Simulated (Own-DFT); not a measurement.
# Point defects and the pressure they add: wurtzite GaN

No measurement is shown. These are fixed-geometry runs of a retired plane-wave code named Own-DFT, which no person has reviewed; spin and spin-orbit coupling are neglected.

Common settings: PBE; PseudoDojo norm-conserving scalar-relativistic files; cutoff 42 hartree; 4 x 4 x 3 k mesh centred on Gamma; Fermi-Dirac smearing of 0.1 eV.

Known weak points (not all hold for every row): not probed for a lower state with spin; forces not confirmed at this smearing and k mesh; stress not checked against mesh or cutoff.

All runs share one cell, with vectors in Å (9.567, 0.000, 0.000); (-4.784, 8.285, 0.000); (0.000, 0.000, 10.370) and a volume of 822.0 Å³. The atoms are randomly displaced, by u rms on each axis. The defect's site can differ from row to row.

| cell | formula | u (Å) | P (GPa) |
|---|---|---|---|
| no defect | Ga36N36 | 0.0215 | 5.94 |
| no defect | Ga36N36 | 0.0487 | 7.84 |
| no defect | Ga36N36 | 0.0530 | 7.94 |
| one Ga on an N site | Ga37N35 | 0.0279 | 11.86 |
| one Ga on an N site | Ga37N35 | 0.0299 | 12.17 |
| one Ga on an N site | Ga37N35 | 0.0504 | 12.89 |
| one Ga on an N site | Ga37N35 | 0.0553 | ? |
| one N on a Ga site | Ga35N37 | 0.0289 | 5.53 |
| one N on a Ga site | Ga35N37 | 0.0304 | 5.39 |
| one N on a Ga site | Ga35N37 | 0.0503 | 6.92 |

## Worked fit

P = P0 + c u² + a shift for each defect gives P0 = 5.76 GPa, c = 785 ± 91 GPa/Å² and a scatter of 0.24 GPa. The shifts, and each times the cell's volume:

- one Ga on an N site: 5.44 ± 0.20 GPa, 27.9 eV
- one N on a Ga site: -0.94 ± 0.20 GPa, -4.8 eV

Positive is outwards. The product with the volume (160.2 GPa Å³ to the eV) is nearly free of the cell's size; divided by the bulk modulus at the cell's pressure it gives the volume that the defect adds. The atoms around the defects weren't relaxed, which would change these numbers.

## Check

The question: what pressure belongs in the blank (one Ga on an N site, u = 0.0553 Å)?

From the fit: 13.61 ± 0.31 GPa. DFT gave 13.51 GPa.
